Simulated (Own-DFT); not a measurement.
## Calculated data, Si12O23 (quartz with two neutral oxygen vacancies, strained, atoms displaced)

All values are calculated (Own-DFT development build). A calculation, not a measurement: plane-wave PBE and HSE06 DFT by an unreviewed code, no spin, of a simulated cell at Gamma alone, so results move with cell size and shape, stress positive in tension, energies less offsets, not probed for a lower state with spin; oxygen file: force components 24 meV/angstrom off all-electron in a glass; k mesh not checked against a denser one; forces and stress are PBE's, HSE06 gives the energy alone, and its difference from PBE has offsets of its own; offsets are fitted by least squares, one for each functional and potential file, so energies compare only between cells with the same atoms and settings and are not formation energies; the far tail of each file's local potential was reset to the Coulomb form; each entry is a single point on an unrelaxed cell, so the pressure reflects the starting lattice, mostly measured values (interpolated for alloys), from which strain is counted, and rises with the displacements; printed positions are rounded, which can move forces by about a meV/angstrom; the program, named Own-DFT, is a retired in-house code; no spin-orbit coupling.

Settings shared by all entries: first functional PBE; second functional HSE06; exact exchange share 0.25; screening 0.11 1/bohr; exchange divergence Gygi-Baldereschi; potential files PseudoDojo norm-conserving, scalar-relativistic, made for PBE, standard set; wave cutoff 48 hartree; occupations fixed; k mesh 1 x 1 x 1 centred on Gamma.

(1) Si12O23 (quartz with two neutral oxygen vacancies, strained, atoms displaced)

```
Si12O23
1.0
      9.8162     0.0242     0.1644
     -4.8871     8.4867    -0.1089
      0.1808    -0.0339    10.9599
Si O Si O Si O Si O Si O Si O Si O Si O
3 6 3 6 3 6 3 6 3 6 3 5 3 5 3 6
Direct
  0.23357 0.99952 0.99869
  0.99460 0.23318 0.33021
  0.26479 0.26740 0.16567
  0.20594 0.13302 0.05894
  0.42622 0.29237 0.22398
  0.36343 0.07241 0.39645
  0.07964 0.36504 0.44356
  0.12889 0.20519 0.27451
  0.29892 0.43338 0.10916
  0.23728 0.00390 0.49654
  0.00105 0.23943 0.83155
  0.26406 0.26262 0.66959
  0.20656 0.13680 0.55746
  0.42302 0.29876 0.72755
  0.36824 0.07193 0.89202
  0.07439 0.36609 0.94175
  0.13611 0.20419 0.77020
  0.29268 0.42659 0.60752
  0.24247 0.50200 0.99484
  0.00044 0.73132 0.32575
  0.26415 0.76067 0.16459
  0.20582 0.63505 0.06458
  0.42492 0.79181 0.22765
  0.36164 0.57251 0.39529
  0.07227 0.86498 0.44183
  0.14047 0.71484 0.27180
  0.29405 0.92963 0.10710
  0.22506 0.49098 0.50011
  0.00293 0.73494 0.83537
  0.26611 0.76539 0.66881
  0.20811 0.63772 0.56084
  0.42929 0.79626 0.72558
  0.36409 0.57419 0.89031
  0.06900 0.86651 0.94422
  0.13526 0.71020 0.77860
  0.29412 0.92733 0.60849
  0.73799 0.99940 0.99964
  0.50074 0.23560 0.33269
  0.76485 0.26591 0.16922
  0.70729 0.13236 0.06270
  0.92304 0.28851 0.22929
  0.86337 0.07196 0.39332
  0.57564 0.36702 0.43885
  0.62992 0.20729 0.27068
  0.78568 0.42441 0.10747
  0.73216 0.00102 0.49692
  0.50283 0.23546 0.83554
  0.76681 0.26610 0.66295
  0.70831 0.13205 0.56277
  0.93046 0.29635 0.72322
  0.87240 0.07961 0.89418
  0.63863 0.21652 0.77375
  0.79224 0.42731 0.61082
  0.73208 0.49656 0.00103
  0.49646 0.72831 0.33493
  0.76030 0.76340 0.16639
  0.92584 0.79468 0.22521
  0.86502 0.57545 0.39296
  0.56944 0.86680 0.43627
  0.63682 0.70559 0.26977
  0.79746 0.93018 0.11035
  0.73459 0.50130 0.50037
  0.49667 0.73775 0.83695
  0.76638 0.76594 0.66816
  0.70758 0.62909 0.56017
  0.92979 0.79731 0.72611
  0.86717 0.57498 0.89339
  0.56953 0.86418 0.94216
  0.62946 0.70932 0.77546
  0.78765 0.92202 0.60732
```

It finds PBE energy of cell above offsets -21.277 eV; HSE06 less PBE above offsets 0.281 eV; PBE pressure 5.37 GPa; PBE stress xx -6.97 GPa; PBE stress yy -5.05 GPa; PBE stress zz -4.09 GPa; PBE stress yz 0.5 GPa; PBE stress xz 6.85 GPa; PBE stress xy -1.56 GPa.

Force:
```
element  x (eV/Å)  y (eV/Å)  z (eV/Å)
     Si     0.923    -1.087     0.886
     Si     0.733     0.297     2.549
     Si     0.411    -0.537     0.382
      O    -0.798     1.278     0.527
      O     0.207    -0.172     0.666
      O     2.964     2.317    -3.518
      O    -3.941    -4.601    -3.226
      O     1.493     0.058    -1.138
      O    -0.472     0.258    -1.027
     Si    -1.852    -3.436     3.697
     Si     0.782     0.133     -0.98
     Si     0.608     1.581    -3.543
      O    -0.129     0.106     0.205
      O       3.1    -0.306      1.86
      O     0.007    -0.494    -0.076
      O     0.315     0.698     0.232
      O    -3.325    -0.976     3.062
      O    -0.492     0.087    -0.265
     Si    -2.759    -1.417     3.836
     Si     -2.32     2.199     2.511
     Si     1.192     4.385     0.897
      O      0.97    -3.521    -3.534
      O     0.882    -0.378     0.356
      O     0.422    -0.741    -0.326
      O     0.025    -0.606    -1.054
      O     -0.04    -1.369      0.88
      O     0.071    -0.519    -0.285
     Si     3.407     4.318     3.665
     Si    -3.223     1.444    -0.161
     Si     -0.05     1.011    -0.687
      O     0.113    -1.379    -0.538
      O      0.25    -0.164     0.886
      O     1.179      0.11    -1.455
      O    -0.026    -0.105    -0.321
      O     2.305    -0.558    -0.773
      O     -0.69     0.747    -0.768
     Si    -0.271    -0.556     0.636
     Si    -2.706    -0.039     0.364
     Si     0.232    -0.044    -1.573
      O    -0.043     0.193     0.039
      O    -0.931     0.984    -0.924
      O     0.721      0.52        -1
      O    -0.284    -0.183     0.116
      O     1.146     -0.85     0.358
      O     1.267    -0.436     0.948
     Si     0.814    -3.105     1.511
     Si    -2.119     3.037     0.613
     Si     0.559     0.832     1.703
      O    -0.986     0.199    -0.462
      O     0.058    -0.144     0.242
      O    -0.396    -1.184     0.129
      O     1.534    -0.962    -0.649
      O    -0.587     1.058    -1.634
     Si    -2.907     0.585    -0.595
     Si    -0.771     1.273    -1.379
     Si     3.946    -0.843    -3.678
      O     0.434    -0.099     0.168
      O     0.825    -0.387    -0.812
      O      0.38     0.584     0.597
      O     -3.07    -1.451     3.148
      O    -0.752     0.565    -1.246
     Si     1.951    -2.252    -0.026
     Si    -0.056     0.674    -2.651
     Si     0.108    -0.775       0.1
      O    -2.022     2.648     1.951
      O     0.508    -0.505     0.861
      O     0.095    -0.686     0.144
      O     0.583      1.66     1.612
      O     1.469    -0.288    -0.526
      O    -0.967     1.315    -1.509
```

(2) Si12O23 (quartz with two neutral oxygen vacancies, strained, atoms displaced)

```
Si12O23
1.0
      9.7071    -0.0929    -0.1618
     -4.9340     8.6220     0.0530
     -0.1780    -0.0355    10.9211
Si O Si O Si O Si O Si O Si O Si O Si O
3 4 3 6 3 6 3 6 3 6 3 6 3 6 3 6
Direct
  0.23421 0.00680 0.00009
  0.00095 0.23265 0.33332
  0.26489 0.26440 0.16725
  0.20916 0.13242 0.05939
  0.37235 0.07950 0.39657
  0.07323 0.35848 0.44424
  0.29947 0.42814 0.11281
  0.23501 0.99635 0.49732
  0.00126 0.23886 0.82819
  0.26491 0.26425 0.66712
  0.21017 0.13831 0.55934
  0.42745 0.29900 0.72279
  0.36795 0.06969 0.89816
  0.07677 0.36721 0.94068
  0.13060 0.21267 0.77775
  0.29200 0.42330 0.60860
  0.23082 0.49221 0.00004
  0.99705 0.73686 0.33357
  0.26794 0.76941 0.16870
  0.20849 0.63702 0.06234
  0.42470 0.78937 0.22871
  0.36253 0.56789 0.39007
  0.07659 0.86671 0.44029
  0.13149 0.70612 0.27364
  0.28724 0.92341 0.11171
  0.23444 0.50000 0.50180
  0.00328 0.73016 0.83675
  0.26466 0.76489 0.66482
  0.20952 0.63960 0.56061
  0.43037 0.79353 0.72731
  0.37075 0.57749 0.89223
  0.07794 0.86847 0.94009
  0.13428 0.70677 0.77423
  0.29836 0.93126 0.60754
  0.73244 0.99815 0.99820
  0.49702 0.23397 0.33646
  0.76770 0.26601 0.16219
  0.70674 0.13417 0.06186
  0.91824 0.29175 0.22708
  0.86673 0.07048 0.39249
  0.57277 0.36829 0.43592
  0.63381 0.20561 0.27484
  0.79954 0.42895 0.10258
  0.73639 0.00418 0.50016
  0.50189 0.23860 0.83532
  0.76863 0.26517 0.66512
  0.70275 0.13013 0.55737
  0.92760 0.28542 0.72749
  0.86579 0.07869 0.89501
  0.56631 0.37125 0.93906
  0.63442 0.21089 0.77152
  0.79700 0.43032 0.60291
  0.73356 0.49838 0.00272
  0.50427 0.73997 0.32983
  0.76883 0.76997 0.17038
  0.70198 0.62642 0.05918
  0.92628 0.79327 0.22667
  0.86972 0.57704 0.38899
  0.56686 0.86165 0.44119
  0.63323 0.70373 0.27197
  0.78783 0.92350 0.11000
  0.73654 0.50381 0.50306
  0.50042 0.73696 0.83032
  0.75918 0.76638 0.66477
  0.71422 0.64034 0.56158
  0.92816 0.79302 0.72303
  0.86461 0.57011 0.89550
  0.58007 0.86968 0.93837
  0.63230 0.71151 0.77230
  0.79455 0.92663 0.60828
```

The calculation gives: PBE energy of cell above offsets -20.142 eV; HSE06 less PBE above offsets 0.113 eV; PBE pressure 6.91 GPa; PBE stress xx -8.95 GPa; PBE stress yy -6.58 GPa; PBE stress zz -5.21 GPa; PBE stress yz -1.78 GPa; PBE stress xz -6.13 GPa; PBE stress xy -1.12 GPa.

Force:
```
element  x (eV/Å)  y (eV/Å)  z (eV/Å)
     Si     3.036     -2.46     0.724
     Si     2.099     0.255     -2.46
     Si     0.597    -1.063     3.972
      O    -1.945     2.051     0.692
      O    -0.788    -2.662      1.22
      O    -1.067     0.108     0.324
      O    -0.444     1.072    -1.282
     Si     0.402     3.736     1.975
     Si      0.87    -2.312     6.544
     Si     -2.86    -0.792     -0.15
      O     0.428    -1.951    -1.136
      O     3.283    -0.122     2.315
      O     0.885     1.905    -1.362
      O    -2.546      -2.8    -1.851
      O      4.42    -0.486    -2.294
      O    -0.498      1.33    -0.093
     Si     2.418     5.943      1.99
     Si     2.852    -0.354     -0.33
     Si    -2.373    -2.044      -0.5
      O     0.926    -1.828    -1.199
      O     0.558     1.498    -1.023
      O      0.08     1.144      0.26
      O    -1.747    -1.309    -0.791
      O     -0.08     0.342     0.205
      O    -0.689     2.199    -1.085
     Si     0.925     1.176    -0.736
     Si    -2.552     1.096    -0.665
     Si    -0.611     1.523     1.508
      O     0.411    -2.279    -1.759
      O    -2.002     1.208    -2.146
      O    -1.036    -1.322     1.303
      O    -1.255    -1.482    -0.829
      O     1.584    -0.236    -0.866
      O     0.465    -0.639     0.604
     Si     1.745     3.449     1.974
     Si    -0.074     1.178    -4.246
     Si    -4.503    -0.215     0.545
      O      0.13    -1.743    -1.753
      O      4.51     0.876     2.427
      O    -0.486    -0.646     0.483
      O         0     1.664     1.474
      O    -0.526     0.451    -0.645
      O     0.766    -0.912     1.198
     Si     0.662    -1.887    -0.697
     Si    -0.791    -1.213    -0.607
     Si    -2.428     0.065    -0.779
      O    -0.693     1.561     1.037
      O    -3.371     2.299    -4.199
      O     0.413     0.462     -0.29
      O    -0.045    -0.515     0.064
      O     0.582     0.207    -0.322
      O     1.855    -1.832     2.046
     Si    -0.291     1.231    -1.217
     Si     0.664    -3.324     2.435
     Si    -2.418    -2.864    -2.826
      O    -0.711     2.281     1.802
      O       1.6     1.317     0.054
      O    -1.662    -1.905     2.161
      O     0.614     1.276     0.768
      O    -0.055     0.073     0.467
      O    -0.056     1.146    -0.484
     Si    -0.438     1.239    -2.972
     Si     0.778    -0.725     2.932
     Si     1.767     0.098     2.134
      O    -0.312    -1.846    -1.784
      O      0.74    -0.414     1.326
      O     0.336     0.196    -0.368
      O     -2.49    -2.837    -1.683
      O     1.337    -0.491    -0.542
      O    -0.898     1.851    -0.992
```

(3) Si12O23 (quartz with two neutral oxygen vacancies, strained, atoms displaced)

```
Si12O23
1.0
      9.6741     0.0386    -0.1440
     -4.8036     8.4634     0.0270
     -0.1584    -0.0572    10.9189
Si O Si O Si O Si O Si O Si O Si O Si O
3 4 3 6 3 6 3 6 3 6 3 6 3 6 3 6
Direct
  0.23371 0.99860 0.99928
  0.99956 0.22995 0.33252
  0.26330 0.25992 0.17152
  0.20785 0.13098 0.06237
  0.36104 0.07040 0.38888
  0.06958 0.36212 0.44165
  0.29247 0.42088 0.11144
  0.23756 0.00013 0.49778
  0.99841 0.23209 0.83388
  0.27060 0.26394 0.66916
  0.21119 0.13550 0.55883
  0.42798 0.29693 0.72165
  0.36696 0.07386 0.88979
  0.07443 0.36487 0.94101
  0.13936 0.20417 0.77528
  0.28981 0.42370 0.60512
  0.23260 0.50405 0.00140
  0.99793 0.73577 0.32930
  0.26420 0.76550 0.16604
  0.20878 0.63325 0.05747
  0.42451 0.79281 0.22278
  0.36934 0.57379 0.38824
  0.07317 0.86745 0.44162
  0.12830 0.70669 0.27841
  0.29812 0.93237 0.10755
  0.23172 0.49564 0.49423
  0.99366 0.73346 0.83242
  0.26118 0.76619 0.67059
  0.20843 0.64036 0.55739
  0.42733 0.79062 0.72763
  0.37105 0.57336 0.89205
  0.06625 0.86468 0.94008
  0.13864 0.71456 0.77858
  0.29344 0.92603 0.60540
  0.73264 0.99486 0.00023
  0.49996 0.23577 0.33774
  0.76597 0.26892 0.16453
  0.71089 0.13793 0.06440
  0.92260 0.29096 0.22615
  0.86499 0.07004 0.39842
  0.56924 0.36323 0.44166
  0.63706 0.21124 0.27042
  0.79746 0.42653 0.11142
  0.73382 0.99808 0.49955
  0.50349 0.23252 0.83179
  0.76920 0.26757 0.66800
  0.70816 0.13446 0.56050
  0.92071 0.29461 0.72325
  0.86708 0.07862 0.89592
  0.56690 0.36666 0.94415
  0.63011 0.20676 0.77449
  0.79797 0.43086 0.60251
  0.73228 0.50162 0.00539
  0.49863 0.73710 0.33103
  0.76332 0.76957 0.17035
  0.70375 0.63697 0.06136
  0.92666 0.79379 0.22434
  0.87089 0.57394 0.39990
  0.57909 0.87263 0.44041
  0.63431 0.70495 0.27704
  0.79622 0.92406 0.10855
  0.73495 0.49820 0.49675
  0.50044 0.73068 0.83096
  0.75841 0.76368 0.66916
  0.70598 0.63220 0.56177
  0.92497 0.79131 0.72582
  0.86588 0.56874 0.89533
  0.57366 0.86830 0.93615
  0.62906 0.70703 0.77831
  0.79403 0.92752 0.60163
```

It finds PBE energy of cell above offsets -20.005 eV; HSE06 less PBE above offsets -0.128 eV; PBE pressure 8.83 GPa; PBE stress xx -11.99 GPa; PBE stress yy -8.71 GPa; PBE stress zz -5.8 GPa; PBE stress yz -1.46 GPa; PBE stress xz -5.2 GPa; PBE stress xy 0.39 GPa.

Force:
```
element  x (eV/Å)  y (eV/Å)  z (eV/Å)
     Si     0.314     0.597    -1.713
     Si     2.125    -0.697    -1.335
     Si     0.441    -0.606     3.794
      O    -0.735     0.063    -0.507
      O     0.894    -0.107    -0.126
      O    -1.164    -0.635    -0.581
      O    -0.947     2.246    -1.473
     Si    -0.664     0.517     0.265
     Si     1.375     1.228    -1.309
     Si    -5.149    -0.472    -2.627
      O    -0.333    -0.073    -0.168
      O      5.61      0.76     2.943
      O    -0.822     -1.15     0.947
      O     -0.75    -0.189    -0.452
      O    -1.558    -0.052     0.599
      O     0.223     0.298     0.234
     Si     4.731    -2.763    -1.637
     Si    -0.988    -0.251     4.277
     Si    -3.138    -0.339      0.31
      O    -2.555     2.815     1.732
      O     1.654     0.695     0.473
      O    -0.947    -0.825     0.899
      O    -0.994     -1.11    -1.172
      O     4.336    -0.052    -3.131
      O     0.635    -1.067     0.636
     Si     0.686     2.913     1.513
     Si     1.606    -1.115      1.56
     Si     0.968    -0.574    -1.393
      O     0.517    -1.377    -0.633
      O    -0.904     0.727    -1.084
      O    -1.442    -1.627     1.854
      O     0.094      0.52     0.555
      O    -0.554    -0.568     0.532
      O     0.552     0.561     0.803
     Si    -0.137     2.765     0.625
     Si    -1.425    -1.414    -4.093
     Si    -0.257    -2.067     2.074
      O     0.418    -2.998    -2.719
      O     2.028      0.67     0.969
      O     0.869     0.719    -1.415
      O    -0.442     0.951     1.066
      O    -1.588    -0.381     1.218
      O    -1.688     3.917    -1.934
     Si     0.275     3.423     0.404
     Si    -3.816     1.671     1.755
     Si     -6.69    -1.068    -3.081
      O    -0.716      0.24     0.161
      O     7.252     0.696     4.066
      O      -0.4    -1.561     0.466
      O      0.22    -0.494    -0.569
      O     4.189    -0.066    -2.245
      O      0.95    -1.326     1.842
     Si     0.868    -0.137    -1.211
     Si      0.99     0.105     1.809
     Si    -0.042    -3.036     0.347
      O    -0.238    -0.046     0.108
      O     0.127     0.672    -0.552
      O     0.264     0.813    -1.761
      O    -2.954    -3.654    -2.606
      O     0.088      0.22    -0.234
      O    -1.189     2.887    -1.303
     Si    -0.657     1.641     0.823
     Si    -3.595     0.698     2.601
     Si    -0.202     0.021    -1.144
      O    -0.626    -0.172    -0.159
      O    -0.997       0.7    -0.935
      O    -0.559    -0.054     0.462
      O    -0.614    -0.477     0.186
      O     5.453    -0.391    -2.711
      O     1.727    -1.756     3.107
```

(4) Si12O23 (quartz with two neutral oxygen vacancies, strained, atoms displaced)

```
Si12O23
1.0
      9.7301     0.1917    -0.0976
     -4.6990     8.2980     0.1413
     -0.1074     0.1175    10.9471
Si O Si O Si O Si O Si O Si O Si O Si O
3 6 3 6 3 6 3 6 3 4 3 6 3 6 3 6
Direct
  0.23026 0.99649 0.00150
  0.00190 0.23630 0.32880
  0.26327 0.27112 0.16756
  0.20849 0.12943 0.05650
  0.42923 0.29331 0.22428
  0.36427 0.06969 0.39359
  0.07405 0.36480 0.44163
  0.12538 0.20394 0.26963
  0.28982 0.42844 0.10405
  0.23468 0.99485 0.50331
  0.00270 0.24219 0.83922
  0.27015 0.26281 0.66644
  0.20427 0.13297 0.56084
  0.42998 0.29366 0.72950
  0.36561 0.07008 0.89255
  0.07455 0.37061 0.93952
  0.13640 0.20411 0.77239
  0.29978 0.43052 0.60746
  0.23902 0.49738 0.99410
  0.00366 0.73781 0.33058
  0.26647 0.76202 0.16914
  0.20753 0.63508 0.05453
  0.42577 0.79420 0.22134
  0.36642 0.57573 0.39157
  0.07247 0.86618 0.43839
  0.13924 0.71042 0.27644
  0.29753 0.93166 0.10706
  0.22710 0.49415 0.50142
  0.00440 0.73346 0.82873
  0.26442 0.76665 0.66747
  0.21509 0.64393 0.55749
  0.43334 0.79850 0.72380
  0.37038 0.57493 0.89644
  0.07442 0.86584 0.94383
  0.13567 0.70456 0.77318
  0.29455 0.92607 0.60759
  0.73593 0.99929 0.00079
  0.49917 0.23639 0.33882
  0.76558 0.26519 0.16856
  0.92968 0.29169 0.22436
  0.86903 0.07442 0.38853
  0.57391 0.36446 0.43387
  0.63722 0.21341 0.27237
  0.73770 0.99711 0.49992
  0.50086 0.23223 0.84024
  0.76768 0.26653 0.66347
  0.70833 0.13649 0.56069
  0.92948 0.29300 0.72596
  0.86686 0.07013 0.89260
  0.56981 0.36823 0.93507
  0.63494 0.20756 0.77287
  0.79331 0.42187 0.60577
  0.73649 0.50198 0.99956
  0.50125 0.73566 0.33444
  0.76517 0.76733 0.17233
  0.70928 0.63737 0.05798
  0.93084 0.79424 0.22310
  0.86986 0.57847 0.39214
  0.56866 0.86353 0.43701
  0.62475 0.69982 0.27108
  0.78412 0.92738 0.10619
  0.73060 0.49703 0.50367
  0.50143 0.73613 0.83226
  0.76621 0.76540 0.66952
  0.70264 0.62991 0.55900
  0.92881 0.79850 0.72785
  0.87099 0.57428 0.89473
  0.57467 0.86459 0.93643
  0.63111 0.70798 0.77422
  0.79573 0.93170 0.60771
```

It finds PBE energy of cell above offsets -19.398 eV; HSE06 less PBE above offsets -0.157 eV; PBE pressure 9.29 GPa; PBE stress xx -10.61 GPa; PBE stress yy -9.38 GPa; PBE stress zz -7.89 GPa; PBE stress yz 2.88 GPa; PBE stress xz -5.15 GPa; PBE stress xy 4.27 GPa.

Force:
```
element  x (eV/Å)  y (eV/Å)  z (eV/Å)
     Si      2.53    -0.173    -2.389
     Si    -0.873     0.129     3.826
     Si     2.313    -4.184    -0.193
      O    -3.082      4.72     3.056
      O     -1.53      0.25    -0.299
      O    -0.015    -0.215     0.528
      O    -1.178    -1.475    -1.192
      O     3.797    -0.251    -1.456
      O      1.22     0.422      1.52
     Si    -2.099     1.613    -3.131
     Si     1.788    -3.268    -2.251
     Si    -1.227    -0.353     1.416
      O     0.221    -0.505    -0.678
      O     0.067     0.368    -0.809
      O    -0.525    -1.338     0.834
      O    -0.269     0.639     0.848
      O    -0.996     0.379     0.834
      O    -0.004     0.318     0.035
     Si    -3.089     2.544     0.018
     Si     0.623    -0.361     1.797
     Si    -2.326    -0.309    -2.911
      O    -0.215     0.353     0.722
      O     3.215      0.45     1.703
      O    -1.181    -1.936     1.277
      O      0.22     0.728     0.679
      O     0.628     -0.66    -0.166
      O     1.051    -1.137     1.525
     Si     2.062     3.047    -0.842
     Si    -0.876      1.04     3.985
     Si     2.635    -2.151     0.993
      O    -0.516    -0.977    -0.346
      O    -1.579     0.042    -0.886
      O     0.942    -0.087    -1.506
      O    -1.023    -2.349    -2.299
      O     1.116    -0.523    -0.372
      O     0.323     1.765     0.886
     Si    -4.291     3.838    -2.743
     Si     0.501    -2.891     -3.59
     Si    -1.115    -0.037    -4.709
      O    -1.335      1.83    -1.581
      O    -0.941    -1.565     1.443
      O     0.431     3.362     3.637
      O    -0.594    -0.664     1.478
     Si    -2.556     1.763    -3.233
     Si      0.78     -0.75    -2.003
     Si     0.678     -4.24     4.135
      O     0.296    -1.426    -1.566
      O    -0.485       0.7     -0.62
      O     0.451     0.527    -0.053
      O     0.581     2.413     2.087
      O     0.937    -0.008    -0.342
      O     -0.97     4.085    -1.281
     Si     1.323    -2.882     1.029
     Si    -1.831    -0.491    -1.074
     Si    -0.413    -1.539    -1.601
      O    -0.827     1.232     1.245
      O      -1.1      0.84    -1.037
      O    -1.292    -1.832     1.576
      O     1.304     2.549     1.941
      O     2.387    -0.057    -0.588
      O     3.182    -1.845     4.166
     Si     1.312     0.249    -3.929
     Si    -0.851     0.126     1.128
     Si    -1.408    -1.419     -0.32
      O    -1.277     2.284     1.841
      O      0.18     0.289     -0.78
      O     0.047    -0.368    -0.417
      O     0.042     0.927     0.966
      O     3.132      -0.5    -1.565
      O     1.574    -1.054     1.602
```
